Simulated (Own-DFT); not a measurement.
# Point defects and the pressure they add: wurtzite GaN

No measurement is shown. These are fixed-geometry runs of a retired plane-wave code named Own-DFT, which no person has reviewed; spin and spin-orbit coupling are neglected.

All runs used: PBE; PseudoDojo norm-conserving scalar-relativistic files; cutoff 42 hartree; 4 x 4 x 3 k mesh centred on Gamma; Fermi-Dirac smearing of 0.1 eV.

Keep in mind (not all hold for every row): some atoms lie very close together; not probed for a lower state with spin; forces not confirmed at this smearing and k mesh; stress not checked against mesh or cutoff.

All runs share one cell, with vectors in Å (9.567, 0.000, 0.000); (-4.784, 8.285, 0.000); (0.000, 0.000, 10.370) and a volume of 822.0 Å³. Atoms were moved at random from their sites; u is the rms move along one axis. The defect's site can differ from row to row.

| cell | formula | u (Å) | P (GPa) |
|---|---|---|---|
| no defect | Ga36N36 | 0.0199 | 5.93 |
| no defect | Ga36N36 | 0.0207 | 5.93 |
| no defect | Ga36N36 | 0.0475 | 7.25 |
| one N on a Ga site | Ga35N37 | 0.0292 | 5.55 |
| one N on a Ga site | Ga35N37 | 0.0306 | ? |
| one N on a Ga site | Ga35N37 | 0.0496 | 7.12 |
| one N on a Ga site | Ga35N37 | 0.0501 | 6.50 |
| one Ga on an N site | Ga37N35 | 0.0286 | 11.91 |
| one Ga on an N site | Ga37N35 | 0.0302 | 12.12 |
| one Ga on an N site | Ga37N35 | 0.0521 | 13.99 |

## Fit

P = P0 + c u² + a shift for each defect gives P0 = 5.49 GPa, c = 857 ± 111 GPa/Å² and a scatter of 0.28 GPa. The shifts, and each times the cell's volume:

- one Ga on an N site: 5.92 ± 0.23 GPa, 30.4 eV
- one N on a Ga site: -0.77 ± 0.25 GPa, -3.9 eV

A positive shift means that the defect pushes the cell outwards. Shift times volume (160.2 GPa Å³ is 1 eV) depends little on the cell's size, so, taken for each site, it can be compared between cells at like pressure. The atoms around the defects weren't relaxed, which would change these numbers.

## The run left out

The question: what pressure belongs in the blank (one N on a Ga site, u = 0.0306 Å)?

From the fit: 5.53 ± 0.34 GPa. Computed: 5.43 GPa.
